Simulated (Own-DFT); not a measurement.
## Calculated data, Si₃Ge (layered order of Si and Ge on the diamond lattice, atoms displaced)

A calculation, not a measurement: plane-wave density functional theory by an unreviewed code, no spin, of a simulated periodic cell, stress positive in tension, run twice, with PBE and with PBEsol, both on files made for PBE, so the change isn't that of files made for PBEsol, forces on such cells passed a denser k mesh, this cell's mesh not checked; the far tail of each file's local potential was reset to the Coulomb form; each entry is a single point on an unrelaxed cell, so the pressure reflects the starting lattice, mostly measured values (interpolated for alloys), from which strain is counted, and rises with the displacements; printed positions are rounded, which can move forces by about a meV/angstrom; the program, named Own-DFT, is a retired in-house code; no spin-orbit coupling; stress was not checked against mesh or cutoff. Program: Own-DFT development build.

### Si₃Ge (layered order of Si and Ge on the diamond lattice, atoms displaced)

```
CELL_PARAMETERS angstrom
10.97550 0.00000 0.00000
0.00000 10.97550 0.00000
0.00000 0.00000 10.97550
ATOMIC_POSITIONS crystal
Ge 0.00065 0.99459 0.99743
Si 0.00152 0.24781 0.24795
Si 0.25100 0.00040 0.25288
Ge 0.25212 0.24462 0.00021
Ge 0.12965 0.12614 0.12368
Si 0.12678 0.37473 0.38100
Si 0.37784 0.12356 0.37556
Ge 0.37570 0.37394 0.12640
Si 0.99518 0.00090 0.49898
Si 0.00490 0.25357 0.75184
Si 0.24513 0.99984 0.74745
Si 0.24983 0.25190 0.50371
Si 0.12463 0.12846 0.62100
Si 0.12704 0.37253 0.87349
Si 0.37727 0.12225 0.87631
Si 0.37603 0.37351 0.62615
Ge 0.00154 0.49872 0.00114
Si 0.99902 0.74809 0.24684
Si 0.24751 0.49940 0.24640
Ge 0.25122 0.74704 0.00007
Ge 0.12423 0.62578 0.13242
Si 0.12884 0.87810 0.37540
Si 0.37375 0.62555 0.37259
Ge 0.37555 0.87989 0.12178
Si 0.00114 0.49548 0.50502
Si 0.99835 0.74948 0.74871
Si 0.25177 0.49983 0.74402
Si 0.25063 0.74970 0.50297
Si 0.12710 0.62456 0.62680
Si 0.12658 0.87573 0.87767
Si 0.37434 0.62578 0.87894
Si 0.37820 0.87763 0.62621
Ge 0.49724 0.00224 0.99564
Si 0.49602 0.24964 0.25059
Si 0.75012 0.00570 0.24769
Ge 0.74781 0.24987 0.99828
Ge 0.62290 0.12527 0.12074
Si 0.62874 0.37813 0.37736
Si 0.87211 0.12494 0.37472
Ge 0.87551 0.37094 0.12541
Si 0.50098 0.00452 0.50161
Si 0.50267 0.24899 0.75223
Si 0.74497 0.99753 0.74814
Si 0.74887 0.25241 0.50148
Si 0.62234 0.12494 0.62442
Si 0.62315 0.37179 0.87631
Si 0.87225 0.12703 0.87557
Si 0.87758 0.37145 0.62342
Ge 0.49966 0.49641 0.99525
Si 0.50118 0.74976 0.24967
Si 0.74960 0.50185 0.24520
Ge 0.75038 0.75119 0.99905
Ge 0.62219 0.63000 0.12183
Si 0.62533 0.87839 0.37442
Si 0.87738 0.62701 0.37354
Ge 0.87265 0.87435 0.12474
Si 0.50494 0.50164 0.49863
Si 0.49920 0.75072 0.74896
Si 0.75180 0.50375 0.74832
Si 0.74674 0.75236 0.50057
Si 0.62101 0.62578 0.62703
Si 0.62290 0.87352 0.88108
Si 0.87034 0.62471 0.87567
Si 0.87818 0.87705 0.62540
```

```
functional                                        : PBE, then PBEsol
potential files                                   : PseudoDojo norm-conserving, scalar-relativistic, standard set
wave cutoff                                       : 42 hartree
occupations                                       : Fermi-Dirac
smearing width                                    : 0.1 eV
k mesh                                            : 3 x 3 x 3 centred on Gamma
PBE pressure                                      : 2.45 GPa
PBE stress xx                                     : -2.48 GPa
PBE stress yy                                     : -2.46 GPa
PBE stress zz                                     : -2.42 GPa
PBE stress yz                                     : 0.17 GPa
PBE stress xz                                     : 0.2 GPa
PBE stress xy                                     : 0.44 GPa
PBEsol pressure                                   : 0.66 GPa
PBEsol stress xx                                  : -0.69 GPa
PBEsol stress yy                                  : -0.67 GPa
PBEsol stress zz                                  : -0.64 GPa
PBEsol stress yz                                  : 0.18 GPa
PBEsol stress xz                                  : 0.19 GPa
PBEsol stress xy                                  : 0.44 GPa
rms change of force components from PBE to PBEsol : 0.043 eV/Å
```

Force:
| force element | PBE force x (eV/Å) | PBE force y (eV/Å) | PBE force z (eV/Å) | PBEsol force x (eV/Å) | PBEsol force y (eV/Å) | PBEsol force z (eV/Å) |
| --- | --- | --- | --- | --- | --- | --- |
| Ge | -0.238 | 0.977 | -0.034 | -0.242 | 0.95 | 0.042 |
| Si | 0.14 | 0.098 | 1.121 | 0.142 | 0.099 | 1.007 |
| Si | 0.203 | 0.18 | 0.12 | 0.203 | 0.183 | 0.011 |
| Ge | 0.319 | 0.82 | -0.897 | 0.302 | 0.791 | -0.788 |
| Ge | -0.831 | -0.855 | 0.802 | -0.795 | -0.822 | 0.702 |
| Si | -0.218 | -0.02 | -0.816 | -0.215 | -0.019 | -0.816 |
| Si | -0.595 | 0.374 | 0.254 | -0.592 | 0.37 | 0.247 |
| Ge | -0.288 | 0.151 | 0.132 | -0.282 | 0.146 | 0.047 |
| Si | 0.657 | 0.127 | -0.159 | 0.65 | 0.125 | -0.164 |
| Si | -0.702 | -0.715 | -0.215 | -0.694 | -0.711 | -0.205 |
| Si | 0.519 | 0.183 | 0.171 | 0.506 | 0.183 | 0.172 |
| Si | 0.582 | -0.334 | -0.54 | 0.583 | -0.331 | -0.537 |
| Si | -0.401 | -0.387 | 0.385 | -0.403 | -0.384 | 0.375 |
| Si | 0.476 | 0.595 | -0.173 | 0.483 | 0.595 | -0.068 |
| Si | -0.691 | 0.378 | -1.529 | -0.679 | 0.364 | -1.405 |
| Si | 0.562 | 0.207 | -0.224 | 0.566 | 0.203 | -0.221 |
| Ge | -0.057 | 0.125 | -0.662 | -0.061 | 0.119 | -0.569 |
| Si | 0.04 | 0.911 | 1.317 | 0.048 | 0.903 | 1.194 |
| Si | 0.395 | -0.326 | 1.398 | 0.383 | -0.321 | 1.274 |
| Ge | -0.366 | 0.396 | 0.033 | -0.357 | 0.394 | 0.11 |
| Ge | 0.029 | -0.127 | -0.728 | 0.03 | -0.126 | -0.791 |
| Si | -0.725 | -0.543 | 0.121 | -0.719 | -0.542 | 0.117 |
| Si | 0.086 | -0.173 | 0.168 | 0.079 | -0.174 | 0.159 |
| Ge | -0.119 | -0.638 | 1.07 | -0.109 | -0.619 | 0.964 |
| Si | -0.045 | 0.815 | -0.595 | -0.047 | 0.811 | -0.587 |
| Si | 0.287 | 0.019 | 0.496 | 0.283 | 0.016 | 0.5 |
| Si | 0.085 | 0.011 | 1.035 | 0.086 | 0.01 | 1.029 |
| Si | 0.207 | 0.218 | -0.293 | 0.206 | 0.216 | -0.287 |
| Si | -0.454 | 0.057 | -0.211 | -0.453 | 0.06 | -0.207 |
| Si | -0.035 | -0.693 | -1.2 | -0.037 | -0.686 | -1.078 |
| Si | 0.078 | -0.398 | -1.546 | 0.074 | -0.392 | -1.422 |
| Si | -0.445 | -0.048 | -0.124 | -0.436 | -0.042 | -0.121 |
| Ge | 0.524 | -0.366 | -0.004 | 0.511 | -0.362 | 0.084 |
| Si | 0.902 | 0.098 | 0.751 | 0.891 | 0.107 | 0.642 |
| Si | -0.263 | -0.556 | 0.52 | -0.266 | -0.55 | 0.407 |
| Ge | 0.268 | 0.077 | -0.271 | 0.258 | 0.069 | -0.181 |
| Ge | -0.214 | 0.187 | 0.953 | -0.209 | 0.186 | 0.844 |
| Si | -0.271 | -0.22 | -0.685 | -0.265 | -0.221 | -0.69 |
| Si | 0.214 | 0.417 | -0.048 | 0.21 | 0.42 | -0.049 |
| Ge | -0.116 | 0.349 | 0.419 | -0.115 | 0.343 | 0.33 |
| Si | -0.078 | -0.588 | -0.321 | -0.077 | -0.586 | -0.32 |
| Si | -0.515 | -0.102 | -0.166 | -0.511 | -0.104 | -0.156 |
| Si | 0.415 | 0.184 | 0.399 | 0.402 | 0.175 | 0.4 |
| Si | 0.075 | -0.428 | -0.11 | 0.07 | -0.427 | -0.108 |
| Si | 0.473 | 0.284 | 0.19 | 0.472 | 0.285 | 0.189 |
| Si | 0.65 | 0.568 | -1.163 | 0.65 | 0.568 | -1.043 |
| Si | 0.399 | -0.486 | -0.995 | 0.387 | -0.475 | -0.89 |
| Si | -0.284 | 0.333 | 0.653 | -0.283 | 0.321 | 0.653 |
| Ge | -0.026 | 0.397 | 0.186 | -0.031 | 0.388 | 0.259 |
| Si | -0.425 | 0.624 | 0.531 | -0.413 | 0.611 | 0.425 |
| Si | 0.16 | 0.099 | 0.775 | 0.157 | 0.101 | 0.664 |
| Ge | -0.087 | -0.091 | -0.414 | -0.088 | -0.086 | -0.316 |
| Ge | 0.074 | -0.819 | 0.469 | 0.085 | -0.796 | 0.379 |
| Si | -0.019 | 0.029 | -0.074 | -0.018 | 0.035 | -0.083 |
| Si | -0.368 | -0.475 | 0.448 | -0.362 | -0.473 | 0.444 |
| Ge | 0.246 | 0.228 | 0.735 | 0.239 | 0.216 | 0.631 |
| Si | -0.838 | -0.138 | 0.089 | -0.834 | -0.136 | 0.083 |
| Si | -0.077 | 0.043 | 0.696 | -0.078 | 0.043 | 0.697 |
| Si | -0.441 | -0.828 | -0.015 | -0.437 | -0.826 | -0.016 |
| Si | 0.461 | -0.115 | -0.005 | 0.453 | -0.116 | -0.004 |
| Si | 0.549 | 0.134 | -0.211 | 0.542 | 0.133 | -0.202 |
| Si | 0.029 | 0.095 | -1.48 | 0.029 | 0.093 | -1.352 |
| Si | 0.826 | -0.01 | -0.514 | 0.815 | 0.001 | -0.401 |
| Si | -0.695 | -0.311 | -0.012 | -0.684 | -0.307 | -0.006 |
